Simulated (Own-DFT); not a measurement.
# One host, several defects: zincblende GaAs

No measurement is shown. These are fixed-geometry runs of a retired plane-wave code named Own-DFT, which no person has reviewed; spin and spin-orbit coupling are neglected.

Method: PBE; PseudoDojo norm-conserving scalar-relativistic files; cutoff 42 hartree; 3 x 3 x 3 k mesh centred on Gamma; Fermi-Dirac smearing of 0.1 eV.

Known weak points (not all hold for every row): not probed for a lower state with spin; forces not confirmed at this smearing and k mesh; stress not checked against mesh or cutoff.

All runs share one cell, with vectors in Å (10.862, 0.000, 0.000); (0.000, 10.862, 0.000); (0.000, 0.000, 11.796) and a volume of 1391.7 Å³, strained against the parent crystal. Atoms were moved at random from their sites; u is the rms move along one axis. The defect's site can differ from row to row.

| cell | formula | u (Å) | P (GPa) |
|---|---|---|---|
| no defect | As32Ga32 | 0.0288 | 6.67 |
| no defect | As32Ga32 | 0.0308 | 6.69 |
| no defect | As32Ga32 | 0.0480 | 7.01 |
| one Al on a Ga site | AlAs32Ga31 | 0.0304 | 6.63 |
| one Al on a Ga site | AlAs32Ga31 | 0.0308 | 6.66 |
| one Al on a Ga site | AlAs32Ga31 | 0.0501 | ? |
| one Al on a Ga site | AlAs32Ga31 | 0.0535 | 7.19 |
| one As vacancy and one Ga vacancy | As31Ga31 | 0.0270 | 5.88 |
| one As vacancy and one Ga vacancy | As31Ga31 | 0.0295 | 5.96 |
| one As vacancy and one Ga vacancy | As31Ga31 | 0.0546 | 6.30 |
| one P on an As site | As31Ga32P | 0.0301 | 6.39 |
| one P on an As site | As31Ga32P | 0.0486 | 6.69 |
| one P on an As site | As31Ga32P | 0.0532 | 6.87 |
| one In on a Ga site | As32Ga31In | 0.0286 | 7.47 |
| one In on a Ga site | As32Ga31In | 0.0309 | 7.44 |
| one In on a Ga site | As32Ga31In | 0.0310 | 7.47 |

## Fit

P = P0 + c u² + a shift for each defect gives P0 = 6.48 GPa, c = 227 ± 17 GPa/Å² and a scatter of 0.05 GPa. The shifts, and each times the cell's volume:

- one In on a Ga site: 0.77 ± 0.04 GPa, 6.7 eV
- one Al on a Ga site: -0.01 ± 0.04 GPa, -0.1 eV (not resolved)
- one P on an As site: -0.30 ± 0.04 GPa, -2.6 eV
- one As vacancy and one Ga vacancy: -0.78 ± 0.04 GPa, -6.8 eV

Positive is outwards. The product with the volume (160.2 GPa Å³ to the eV) is nearly free of the cell's size; divided by the bulk modulus at the cell's pressure it gives the volume that the defect adds. The atoms around the defects weren't relaxed, which would change these numbers.

## The run left out

Q: what pressure belongs in the blank (one Al on a Ga site, u = 0.0501 Å)?

The fitted form gives 7.04 ± 0.06 GPa. DFT gave 6.96 GPa.
